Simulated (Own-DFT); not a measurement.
# Shaking the atoms of rutile TiO2, 72 atoms (O48Ti24)

All numbers below are calculated, not measured. They come from Own-DFT, an in-house plane-wave density functional program, since retired, whose code no person has reviewed. Each row is one single-point run on a periodic cell that was not relaxed, without spin or spin-orbit coupling.

Settings of every run: PBE; PseudoDojo norm-conserving scalar-relativistic files; cutoff 72 hartree; 3 x 3 x 3 k mesh centred on Gamma; Fermi-Dirac smearing of 0.1 eV.

Known limits, some of them of some rows only: some atoms lie very close together; oxygen file: force components 24 meV/angstrom off all-electron in a glass; forces on such cells passed a denser k mesh, each cell not checked; stress not checked against mesh or cutoff.

Cell vectors in Å: (9.187, 0.000, 0.000); (0.000, 9.187, 0.000); (0.000, 0.000, 8.876). In each run every atom was moved at random and independently from its ideal site; u is the rms move along one axis. E is the free energy for each atom above the fitted value at u = 0, and F the rms of the force components.

```
run,u (Å),E (meV/atom),F (eV/Å),largest force (eV/Å),P (GPa)
1,0.0205,10.2,0.402,1.76,4.74
2,0.0207,8.5,0.347,1.28,4.75
3,0.0474,46.8,0.905,3.53,6.48
4,0.0500,?,?,?,?
5,0.0744,127.8,1.679,7.58,10.31
6,0.0781,130.0,1.666,6.74,10.33
7,0.1204,332.0,2.779,12.58,18.30
8,0.1586,513.4,4.090,18.73,25.96
```

## Worked fit

For small independent moves the energy grows as E = (3/2) K u², with K the mean stiffness felt by one atom. The runs with u up to 0.11 Å give K = 14.6 ± 0.6 eV/Å², with residuals divided by u² + 0.0006 Å², since the noise grows with the moves. The scatter is 3.5 meV/atom at u = 0.05 Å. The forces follow F = G u with G = 20.0 eV/Å²; no force at u = 0 is resolved. G exceeds K because the moves of its neighbours add to the force on an atom, and stiffness differs between atoms. At u = 0.159 Å the parabola gives 550 meV/atom and the run 513. The pressure follows P = 4.29 + 1031 u² GPa: at fixed volume, shortened bonds push harder than stretched ones pull.

## Withheld run

Question: what energy and rms force should run 4 give?

The fit gives 55 ± 4 meV/atom and about 1.00 eV/Å. The calculation gave 44.6 meV/atom and 0.828 eV/Å. This run lies off the fit, by chance or by something that the fit leaves out.
